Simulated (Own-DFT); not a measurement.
# Strain and stress in C40 NbSi2, 36 atoms (Nb12Si24)

All numbers below are calculated, not measured. The program, named Own-DFT, is a retired in-house plane-wave density functional code that no person has reviewed. Each row is one single-point run on a periodic cell that was not relaxed, without spin or spin-orbit coupling.

Settings of every run: PBE; PseudoDojo norm-conserving scalar-relativistic files; cutoff 42 hartree; 4 x 4 x 5 k mesh centred on Gamma; cold (Marzari-Vanderbilt) smearing of 0.2 eV.

Known limits: forces on such cells failed a check on a denser k mesh; stress not checked against mesh or cutoff.

Unstrained cell vectors in Å: (0.000, 8.324, 0.000); (-9.613, 0.000, 0.000); (0.000, 0.000, 6.586). The unstrained cell was taken from the Materials Project. The random moves and any unrelaxed bonds add to the pressure at no strain. Each run strains this cell uniformly, with the atoms carried along. Every atom was also moved at random, by a Gaussian of width 0.05 Å on each axis. Strain is the symmetric tensor, in per cent. Stress is positive in tension, and the pressure is minus a third of its trace.

```
run  e_xx (%)  e_yy (%)  e_zz (%)  e_yz (%)  e_xz (%)  e_xy (%)  s_xx (GPa)  s_yy (GPa)  s_zz (GPa)  s_yz (GPa)  s_xz (GPa)  s_xy (GPa)  P (GPa)  E (meV/atom)
  1      1.11      0.87      1.99     -0.03     -0.64     -1.79        3.07        2.89        5.89       -0.55       -0.66       -5.24    -3.95           6.7
  2      1.07      0.12      1.63     -0.39      1.28      1.06        2.45        0.35        4.05       -0.80        3.53        2.96    -2.28           1.1
  3     -1.17      0.78      0.78     -1.13     -1.37      0.45       -5.65        0.31       -1.36       -4.42       -4.39        1.22     2.23          12.2
  4      0.74      0.56      1.78     -0.35     -1.79     -0.39        2.05        1.63        4.30       -0.46       -4.92       -1.16    -2.66           1.2
  5     -0.78      1.95      1.15     -1.86      2.00     -1.55       -3.50        4.42        1.27       -5.63        6.24       -4.35    -0.73          21.2
  6      0.00      0.89     -0.42     -1.00     -1.80     -1.51       -1.95        0.35       -6.25       -2.81       -5.33       -4.67     2.61          18.4
  7     -1.45     -1.74      1.21     -1.44     -1.49      1.06       -8.92       -8.89       -1.19       -4.49       -4.72        3.17     6.33          20.8
  8      1.59      1.56     -0.93     -1.20      0.99      0.85        3.60        3.32       -5.42       -3.77        2.81        2.52    -0.50           1.8
  9      1.98      1.33     -0.93     -0.05     -0.42     -1.12        5.12        2.38       -5.38       -0.21       -1.63       -2.86    -0.71           0.0
 10      1.60      0.94      1.32     -1.95      0.32      0.59        4.67        2.40        3.45       -5.64        1.01        1.93    -3.51           7.8
 11     -1.98     -1.90     -0.14     -0.83      1.75      1.95      -12.81      -12.40       -8.96       -3.15        6.03        7.30    11.39          55.5
 12     -1.48     -1.16     -1.72      1.02      1.12      0.09      -10.26      -10.59      -14.54        3.58        3.92        0.56    11.80          32.4
 13     -1.64      0.04     -1.01      1.03      0.96      1.57       -9.10       -4.44      -10.21        2.65        2.29        5.18     7.92          13.5
 14     -0.34     -1.62      1.86      0.21      1.84     -0.75       -3.57       -7.41        2.42        0.40        5.38       -1.94     2.85          16.1
 15      1.99      0.59     -1.83     -1.57     -0.72      0.15        3.88       -0.12      -10.74       -5.32       -2.35        0.17     2.33           6.7
 16     -0.41     -0.10     -0.95     -1.31     -0.27     -0.93           ?           ?           ?           ?           ?           ?        ?             ?
```

E is the free energy for each atom above the lowest run shown.

## Worked fit

Each stress component was fitted by least squares to a constant and the strains of the runs shown, as fractions, with shears doubled. Shear strains stay in the fit of a normal stress only where such slopes are resolved. The slopes, in GPa:

```
stress  at no strain  per e_xx  per e_yy  per e_zz  scatter
  s_xx          -2.8  372 ± 10   87 ± 12    68 ± 9     0.44
  s_yy          -2.9   81 ± 13  373 ± 15   93 ± 11     0.55
  s_zz          -4.5   95 ± 10   75 ± 11   447 ± 8     0.41
```

Each shear stress against twice its own strain: yz 156 ± 9, xz 152 ± 6, xy 149 ± 6 GPa. These are stiffnesses along x, y and z of the frame in which the cell vectors are given, which need not be the crystal's axes. The atoms are held to the strained lattice; where symmetry lets them move under strain, relaxing them would lower some slopes. The table should be nearly symmetric about its diagonal, and what it lacks of that shows the noise. A ninth of its sum, 188 ± 4 GPa, estimates the bulk modulus near the mean pressure of these runs, 2.2 GPa, so it lies above the value at zero pressure.

## Withheld run

Question: what normal stresses and pressure should run 16 give?

The fit gives s_xx = -5.1, s_yy = -4.5, s_zz = -9.2 and P = 6.2 GPa. The calculation gave -4.23, -3.46, -8.31 and P = 5.34 GPa.
